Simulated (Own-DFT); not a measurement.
# Computed records: GaN (wurtzite, strained, atoms displaced)

All values are calculated (Own-DFT development build). A calculation, not a measurement: plane-wave PBE density functional theory by an unreviewed code, no spin, of a simulated periodic cell, stress positive in tension, free energy of the whole cell less one offset for each atom, forces on such cells passed a denser k mesh, this cell's mesh not checked; offsets are fitted by least squares, one for each functional and potential file, so energies compare only between cells with the same atoms and settings and are not formation energies; the far tail of each file's local potential was reset to the Coulomb form; each entry is a single point on an unrelaxed cell, so the pressure reflects the starting lattice, mostly measured values (interpolated for alloys), from which strain is counted, and rises with the displacements; printed positions are rounded, which can move forces by about a meV/angstrom; the program, named Own-DFT, is a retired in-house code; no spin-orbit coupling.

Settings shared by all entries: functional PBE; potential files PseudoDojo norm-conserving, scalar-relativistic, standard set with the stringent files for Ga; wave cutoff 96 hartree; occupations Gaussian; smearing width 0.01 eV; k mesh 3 x 4 x 3 centred on Gamma.

```yaml
- entry: 1
  formula: GaN
  kind: "wurtzite, strained, atoms displaced"
  structure:
    cell_angstrom: [[12.756, -0.1913, 0.0], [-4.9078, 8.357, 0.0], [0.0, 0.0, 10.37]]
    atoms_fractional:
      - [Ga, 0.0822, 0.22449, 0.99319]
      - [Ga, 0.16451, 0.11821, 0.24031]
      - ["N", 0.08366, 0.22696, 0.18849]
      - ["N", 0.16843, 0.11455, 0.43599]
      - [Ga, 0.08729, 0.22765, 0.50608]
      - [Ga, 0.16686, 0.11144, 0.75388]
      - ["N", 0.08955, 0.22843, 0.6838]
      - ["N", 0.16036, 0.10817, 0.94674]
      - [Ga, 0.08353, 0.5684, 0.99883]
      - [Ga, 0.16575, 0.44591, 0.25334]
      - ["N", 0.08339, 0.55169, 0.18206]
      - ["N", 0.16663, 0.43797, 0.43956]
      - [Ga, 0.08687, 0.56012, 0.49982]
      - [Ga, 0.16388, 0.44527, 0.74095]
      - ["N", 0.07449, 0.54898, 0.69119]
      - ["N", 0.16264, 0.43628, 0.93946]
      - [Ga, 0.08298, 0.88856, 0.99636]
      - [Ga, 0.16759, 0.77849, 0.25193]
      - ["N", 0.07642, 0.88795, 0.19159]
      - ["N", 0.1708, 0.78159, 0.43208]
      - [Ga, 0.08963, 0.89153, 0.50391]
      - [Ga, 0.1681, 0.7809, 0.7518]
      - ["N", 0.08586, 0.88735, 0.68347]
      - ["N", 0.17011, 0.77314, 0.93504]
      - [Ga, 0.33694, 0.22957, 0.00272]
      - [Ga, 0.41867, 0.11396, 0.2386]
      - ["N", 0.33297, 0.21515, 0.18553]
      - ["N", 0.41782, 0.10954, 0.44037]
      - [Ga, 0.33449, 0.22357, 0.49951]
      - [Ga, 0.41339, 0.10853, 0.7552]
      - ["N", 0.33006, 0.22486, 0.69175]
      - ["N", 0.41923, 0.11411, 0.94061]
      - [Ga, 0.3304, 0.56258, 0.99626]
      - [Ga, 0.40691, 0.44017, 0.25083]
      - ["N", 0.3375, 0.54348, 0.18474]
      - ["N", 0.4108, 0.43635, 0.4423]
      - [Ga, 0.33439, 0.56488, 0.49725]
      - [Ga, 0.40591, 0.43937, 0.74589]
      - ["N", 0.34187, 0.55448, 0.69371]
      - ["N", 0.4236, 0.44518, 0.93753]
      - [Ga, 0.33289, 0.88974, 0.00123]
      - [Ga, 0.41254, 0.78222, 0.25176]
      - ["N", 0.33235, 0.89261, 0.18204]
      - ["N", 0.41853, 0.77876, 0.4341]
      - [Ga, 0.32728, 0.88667, 0.49793]
      - [Ga, 0.41814, 0.77747, 0.75566]
      - ["N", 0.33288, 0.893, 0.68078]
      - ["N", 0.41426, 0.77969, 0.93508]
      - [Ga, 0.58996, 0.22839, 0.99886]
      - [Ga, 0.66686, 0.11189, 0.24933]
      - ["N", 0.58765, 0.2262, 0.18878]
      - ["N", 0.66056, 0.11169, 0.4433]
      - [Ga, 0.58207, 0.21902, 0.49051]
      - [Ga, 0.66661, 0.1144, 0.75209]
      - ["N", 0.57644, 0.22693, 0.68191]
      - ["N", 0.67313, 0.12982, 0.93166]
      - [Ga, 0.59001, 0.57166, 0.99943]
      - [Ga, 0.6717, 0.45291, 0.25322]
      - ["N", 0.58466, 0.55852, 0.17717]
      - ["N", 0.66488, 0.44664, 0.46028]
      - [Ga, 0.57762, 0.55953, 0.48905]
      - [Ga, 0.66656, 0.43944, 0.75217]
      - ["N", 0.58471, 0.55072, 0.68893]
      - ["N", 0.6699, 0.44034, 0.93791]
      - [Ga, 0.57113, 0.87822, 0.99813]
      - [Ga, 0.66217, 0.76967, 0.25084]
      - ["N", 0.58768, 0.89323, 0.18174]
      - ["N", 0.6703, 0.78199, 0.43433]
      - [Ga, 0.58153, 0.89785, 0.48878]
      - [Ga, 0.6716, 0.782, 0.74815]
      - ["N", 0.57699, 0.88816, 0.68197]
      - ["N", 0.6738, 0.78472, 0.93387]
      - [Ga, 0.83642, 0.2246, 0.00518]
      - [Ga, 0.91373, 0.10811, 0.24426]
      - ["N", 0.83023, 0.22309, 0.18142]
      - ["N", 0.91799, 0.11375, 0.42853]
      - [Ga, 0.83046, 0.21394, 0.49396]
      - [Ga, 0.91128, 0.10384, 0.75714]
      - ["N", 0.83409, 0.22185, 0.68607]
      - ["N", 0.90904, 0.10689, 0.94268]
      - [Ga, 0.83612, 0.56256, 0.99903]
      - [Ga, 0.91718, 0.44354, 0.25627]
      - ["N", 0.82892, 0.55619, 0.18875]
      - ["N", 0.91864, 0.44811, 0.43848]
      - [Ga, 0.82994, 0.55442, 0.50008]
      - [Ga, 0.92073, 0.44009, 0.74343]
      - ["N", 0.83612, 0.55345, 0.69096]
      - ["N", 0.91913, 0.44993, 0.93693]
      - [Ga, 0.82715, 0.88392, 0.0046]
      - [Ga, 0.92177, 0.78639, 0.26296]
      - ["N", 0.83745, 0.88642, 0.1959]
      - ["N", 0.91283, 0.77594, 0.44606]
      - [Ga, 0.8316, 0.8897, 0.49821]
      - [Ga, 0.91269, 0.77728, 0.75483]
      - ["N", 0.83015, 0.89267, 0.68717]
      - ["N", 0.91444, 0.76961, 0.94596]
  results:
    "free_energy_of_cell_above_offsets [eV]": "-3.786"
    "pressure [GPa]": 7.16
    "stress_xx [GPa]": -6.42
    "stress_yy [GPa]": -7.65
    "stress_zz [GPa]": -7.41
    "stress_yz [GPa]": 0.73
    "stress_xz [GPa]": -0.57
    "stress_xy [GPa]": -4.67
    force_element: [Ga, Ga, "N", "N", Ga, Ga, "N", "N", Ga, Ga, "N", "N", Ga, Ga, "N", "N", Ga, Ga, "N", "N", Ga, Ga, "N", "N", Ga, Ga, "N", "N", Ga, Ga, "N", "N", Ga, Ga, "N", "N", Ga, Ga, "N", "N", Ga, Ga, "N", "N", Ga, Ga, "N", "N", Ga, Ga, "N", "N", Ga, Ga, "N", "N", Ga, Ga, "N", "N", Ga, Ga, "N", "N", Ga, Ga, "N", "N", Ga, Ga, "N", "N", Ga, Ga, "N", "N", Ga, Ga, "N", "N", Ga, Ga, "N", "N", Ga, Ga, "N", "N", Ga, Ga, "N", "N", Ga, Ga, "N", "N"]
    "force_x [eV/angstrom]": [-0.39, 0.403, -0.276, -0.394, -0.002, -0.358, -0.79, 0.876, 0.609, 0.274, 0.034, -0.719, -0.248, 0.598, 3.459, -0.464, 0.142, -1.137, 2.276, -1.1, -1.105, -0.072, -0.631, -0.956, 0.171, 0.11, -0.541, -1.18, 0.326, 0.1, 0.713, -0.523, 1.17, 2.931, -3.241, -0.698, 0.979, 3.824, -3.669, -1.618, 0.118, 1.066, 0.529, -1.398, 1.784, -0.552, 0.363, -0.929, -0.418, -0.337, -0.075, 1.525, -1.014, -0.871, 1.312, 0.272, 0.627, -1.173, -0.239, -0.757, 1.214, -0.495, -0.964, -1.069, 2.446, 0.317, -0.718, -1.692, 1.347, -2.118, 1.3, -2.187, -0.754, 0.008, 0.783, -0.086, 0.432, -0.009, 0.363, 0.957, 0.294, -0.732, 1.994, -0.197, 1.0, -3.326, 0.061, -0.007, 1.918, -0.811, -1.204, 0.778, 0.806, 0.485, 1.872, -0.721]
    "force_y [eV/angstrom]": [-0.721, -0.976, 0.013, -0.41, -1.745, -0.192, -1.297, 0.326, -2.821, -0.267, 0.896, 1.935, -0.617, 0.379, 2.424, 2.066, -0.421, -0.053, 0.44, -1.094, 0.34, -0.529, 0.233, 2.019, -0.249, 0.149, 0.916, -0.312, -1.247, 0.984, -1.219, -0.54, -2.053, -1.031, 2.609, 1.593, -1.231, 0.042, 1.717, 0.698, 0.865, -0.613, -0.782, -0.005, 1.335, 0.191, -1.124, -0.297, -0.14, 0.15, 0.028, 0.548, 1.073, 0.062, -1.241, -2.228, -2.172, -0.784, -0.761, -0.246, -0.247, 0.485, 1.022, 1.609, 2.348, 1.013, -0.76, -0.115, -1.439, -1.729, 0.488, -0.113, 0.874, 0.511, 0.04, -0.169, 0.919, 1.409, -0.79, -0.07, -2.702, 0.344, 0.799, -0.531, 0.326, -0.738, 0.411, -0.435, 0.833, -1.578, -0.077, 0.607, 0.671, -0.592, 0.053, 2.707]
    "force_z [eV/angstrom]": [1.382, 1.203, -0.722, -0.131, -1.727, -0.206, 1.859, -1.176, -0.065, -0.988, 1.439, 0.021, 0.135, 1.427, -1.655, -1.221, 1.211, -1.516, -0.848, 0.847, -1.381, -0.877, 1.946, 0.059, -0.864, 1.654, 0.493, -1.52, 0.606, -0.985, -0.484, 0.321, 0.184, 0.27, -0.248, -1.291, 0.981, 1.439, -1.693, -0.155, -0.884, -1.354, 0.998, -0.029, 0.195, -2.164, 1.352, 0.712, 0.312, -0.239, 0.224, -1.971, 2.058, -1.568, 0.539, 1.254, -1.592, 0.392, 2.693, -3.255, 2.506, -0.658, -0.335, 0.232, -0.143, -0.786, 0.973, 0.142, 1.959, -0.693, 0.325, 0.068, -1.993, -0.072, 2.371, 1.351, 0.859, -0.882, -0.391, -0.165, 0.738, -1.546, 0.507, 0.453, 1.22, 1.81, -0.135, -0.007, 0.989, -0.786, -0.99, 0.156, 0.14, -0.764, -0.285, -1.565]
- entry: 2
  formula: GaN
  kind: "wurtzite, strained, atoms displaced"
  structure:
    cell_angstrom:
      - [12.756, 0.0, 0.0]
      - [-4.7835, 8.2853, -0.1243]
      - [0.0, -0.1556, 10.37]
    atoms_fractional:
      - [Ga, 0.08044, 0.22833, 0.9921]
      - [Ga, 0.17495, 0.11548, 0.24182]
      - ["N", 0.08227, 0.2108, 0.18292]
      - ["N", 0.15798, 0.11051, 0.43535]
      - [Ga, 0.08116, 0.22215, 0.49774]
      - [Ga, 0.16148, 0.11493, 0.74183]
      - ["N", 0.07996, 0.21495, 0.68768]
      - ["N", 0.17445, 0.11109, 0.93432]
      - [Ga, 0.09463, 0.55936, 0.99601]
      - [Ga, 0.16534, 0.44796, 0.25588]
      - ["N", 0.09381, 0.55271, 0.1892]
      - ["N", 0.16258, 0.4471, 0.44059]
      - [Ga, 0.08092, 0.54798, 0.49851]
      - [Ga, 0.17, 0.44334, 0.75584]
      - ["N", 0.08687, 0.55648, 0.68658]
      - ["N", 0.1585, 0.42472, 0.93853]
      - [Ga, 0.07928, 0.88411, 0.99959]
      - [Ga, 0.16119, 0.7716, 0.25371]
      - ["N", 0.07873, 0.88005, 0.19137]
      - ["N", 0.16291, 0.77932, 0.43716]
      - [Ga, 0.09393, 0.89785, 0.5042]
      - [Ga, 0.16887, 0.77574, 0.75081]
      - ["N", 0.08383, 0.88369, 0.68324]
      - ["N", 0.1739, 0.78871, 0.94531]
      - [Ga, 0.33128, 0.21515, 0.99162]
      - [Ga, 0.41466, 0.11405, 0.24404]
      - ["N", 0.33391, 0.2248, 0.19317]
      - ["N", 0.40518, 0.10646, 0.43969]
      - [Ga, 0.33156, 0.21694, 0.50458]
      - [Ga, 0.41639, 0.11278, 0.7471]
      - ["N", 0.33753, 0.23162, 0.68641]
      - ["N", 0.41469, 0.10008, 0.93691]
      - [Ga, 0.33746, 0.55739, 0.00296]
      - [Ga, 0.42176, 0.45243, 0.25573]
      - ["N", 0.33865, 0.55194, 0.19076]
      - ["N", 0.41815, 0.44858, 0.4377]
      - [Ga, 0.33846, 0.55917, 0.50177]
      - [Ga, 0.42286, 0.44346, 0.74362]
      - ["N", 0.32029, 0.55306, 0.69341]
      - ["N", 0.41067, 0.43973, 0.93353]
      - [Ga, 0.33681, 0.89053, 0.00282]
      - [Ga, 0.41734, 0.77379, 0.24725]
      - ["N", 0.33629, 0.89024, 0.19365]
      - ["N", 0.41675, 0.77615, 0.43378]
      - [Ga, 0.33982, 0.89281, 0.50268]
      - [Ga, 0.41662, 0.77698, 0.75325]
      - ["N", 0.33954, 0.88985, 0.68702]
      - ["N", 0.41709, 0.77417, 0.93995]
      - [Ga, 0.58445, 0.22312, 0.00846]
      - [Ga, 0.6648, 0.09877, 0.24134]
      - ["N", 0.58556, 0.22835, 0.18803]
      - ["N", 0.67202, 0.12101, 0.43936]
      - [Ga, 0.58072, 0.22541, 0.5006]
      - [Ga, 0.66606, 0.11307, 0.74998]
      - ["N", 0.57909, 0.22891, 0.68902]
      - ["N", 0.66127, 0.10445, 0.9366]
      - [Ga, 0.58581, 0.55606, 0.99322]
      - [Ga, 0.66662, 0.44194, 0.25535]
      - ["N", 0.585, 0.55246, 0.18293]
      - ["N", 0.66152, 0.44808, 0.43747]
      - [Ga, 0.58581, 0.55655, 0.50508]
      - [Ga, 0.66286, 0.44829, 0.7487]
      - ["N", 0.59033, 0.54926, 0.69357]
      - ["N", 0.67104, 0.45156, 0.93274]
      - [Ga, 0.58299, 0.89114, 0.00025]
      - [Ga, 0.67059, 0.78002, 0.24784]
      - ["N", 0.58034, 0.89606, 0.1847]
      - ["N", 0.66622, 0.77101, 0.44458]
      - [Ga, 0.57792, 0.88487, 0.49517]
      - [Ga, 0.67121, 0.7806, 0.74889]
      - ["N", 0.57881, 0.88261, 0.68355]
      - ["N", 0.67253, 0.77569, 0.93871]
      - [Ga, 0.8365, 0.22493, 0.00563]
      - [Ga, 0.91694, 0.11012, 0.24805]
      - ["N", 0.83513, 0.22078, 0.18832]
      - ["N", 0.91508, 0.10494, 0.43223]
      - [Ga, 0.84025, 0.22346, 0.50096]
      - [Ga, 0.91678, 0.11431, 0.74572]
      - ["N", 0.83096, 0.2158, 0.68732]
      - ["N", 0.91911, 0.10705, 0.93302]
      - [Ga, 0.83235, 0.55494, 0.99644]
      - [Ga, 0.90967, 0.43949, 0.25565]
      - ["N", 0.82781, 0.54691, 0.18586]
      - ["N", 0.92244, 0.44736, 0.43653]
      - [Ga, 0.83051, 0.56642, 0.50025]
      - [Ga, 0.90857, 0.43975, 0.75001]
      - ["N", 0.82982, 0.55662, 0.68348]
      - ["N", 0.9159, 0.45285, 0.93557]
      - [Ga, 0.82626, 0.8755, 0.00411]
      - [Ga, 0.91519, 0.77632, 0.25584]
      - ["N", 0.83502, 0.88954, 0.18242]
      - ["N", 0.91575, 0.77704, 0.43008]
      - [Ga, 0.83072, 0.88578, 0.49893]
      - [Ga, 0.92279, 0.7899, 0.75077]
      - ["N", 0.83413, 0.88503, 0.6907]
      - ["N", 0.9125, 0.77773, 0.94609]
  results:
    "free_energy_of_cell_above_offsets [eV]": "-4.575"
    "pressure [GPa]": 7.15
    "stress_xx [GPa]": -7.32
    "stress_yy [GPa]": -6.56
    "stress_zz [GPa]": -7.58
    "stress_yz [GPa]": -2.54
    "stress_xz [GPa]": -0.04
    "stress_xy [GPa]": 0.72
    force_element: [Ga, Ga, "N", "N", Ga, Ga, "N", "N", Ga, Ga, "N", "N", Ga, Ga, "N", "N", Ga, Ga, "N", "N", Ga, Ga, "N", "N", Ga, Ga, "N", "N", Ga, Ga, "N", "N", Ga, Ga, "N", "N", Ga, Ga, "N", "N", Ga, Ga, "N", "N", Ga, Ga, "N", "N", Ga, Ga, "N", "N", Ga, Ga, "N", "N", Ga, Ga, "N", "N", Ga, Ga, "N", "N", Ga, Ga, "N", "N", Ga, Ga, "N", "N", Ga, Ga, "N", "N", Ga, Ga, "N", "N", Ga, Ga, "N", "N", Ga, Ga, "N", "N", Ga, Ga, "N", "N", Ga, Ga, "N", "N"]
    "force_x [eV/angstrom]": [1.468, -1.788, -0.527, 1.74, -0.085, 2.197, -0.959, -2.462, -1.508, 1.979, -2.664, 2.104, -0.455, -2.159, -0.698, 0.74, 0.09, 0.611, 0.297, 1.581, -1.405, 0.1, 0.095, -0.168, 0.871, 0.568, 0.945, 2.114, -1.543, -0.105, -0.511, 0.351, -0.289, 0.738, -1.302, 0.343, -1.372, -1.483, 3.641, 1.281, 0.155, -0.839, -0.323, -0.325, -1.15, 0.097, -0.912, -0.227, -0.366, -0.467, 0.169, -0.441, 0.166, -0.631, 1.256, 0.668, -0.857, -0.345, -0.271, 1.174, -0.99, 3.496, -3.775, -0.334, 0.756, -0.267, 1.223, -0.9, 1.147, -0.62, 0.579, -2.559, 0.107, 0.914, -0.43, -0.283, -1.034, 0.09, -0.366, -1.489, -0.124, 0.856, 0.473, -1.793, 1.145, 0.766, 0.392, 1.593, 0.867, 0.2, -0.472, 0.025, 0.796, 0.122, -0.345, 1.332]
    "force_y [eV/angstrom]": [-4.059, -1.354, 1.339, 0.289, 0.316, -0.849, 1.303, -1.062, 0.014, -1.788, 0.419, -0.812, 2.274, -1.017, -0.941, 4.803, 0.994, 0.693, 0.649, -0.583, -0.611, 0.373, 0.723, -1.709, 1.071, -0.242, 0.77, 0.353, 1.032, -0.243, -1.938, 1.622, -0.97, -0.81, 0.277, -0.589, -0.436, 1.355, 0.953, 0.274, -0.218, 0.391, -0.526, -0.172, -0.882, -0.17, -0.028, -0.078, 0.43, 3.701, -1.394, -1.153, -0.269, -0.384, -0.889, 1.066, -0.615, 0.816, 0.586, -0.792, -0.133, -1.278, 2.506, -1.551, -0.677, -0.605, -3.019, 0.834, 1.206, -0.164, 0.247, -0.107, -0.077, 0.124, -0.318, 0.125, 0.136, -0.758, 0.537, -0.372, 0.414, 0.76, 0.639, -0.699, -0.893, 1.048, 0.261, -1.073, 2.385, -0.141, -0.422, 0.43, 0.404, -1.605, 0.822, -0.286]
    "force_z [eV/angstrom]": [2.164, 0.912, 0.252, 0.14, -0.053, 1.412, -0.789, -0.587, 0.674, -0.472, -1.116, -0.142, 0.894, -0.54, 0.816, -0.802, 0.67, -0.517, -0.615, 0.789, -1.63, 0.063, 1.41, -1.249, 1.12, 0.99, -1.433, -0.715, -1.241, 0.616, 0.242, -0.037, -0.117, -1.001, -0.349, 1.328, 0.314, 1.126, -1.335, 0.01, 0.714, 0.07, -0.553, 0.262, -0.869, -0.21, 0.41, 0.072, -2.026, 2.098, 0.876, -0.538, -0.378, -0.463, -0.273, 0.38, 0.626, -0.928, 0.503, 0.414, -0.066, 1.02, -1.615, 0.638, -0.73, 0.148, -0.11, -1.245, 0.341, 0.211, 0.64, -0.731, -1.66, -0.528, 0.179, 0.926, -0.637, 0.874, -0.057, 0.424, 0.83, -1.132, 0.408, 0.749, -0.336, -0.586, 0.803, 0.423, -0.765, -2.386, 1.791, 2.665, 0.184, 0.557, -0.951, -1.663]
```
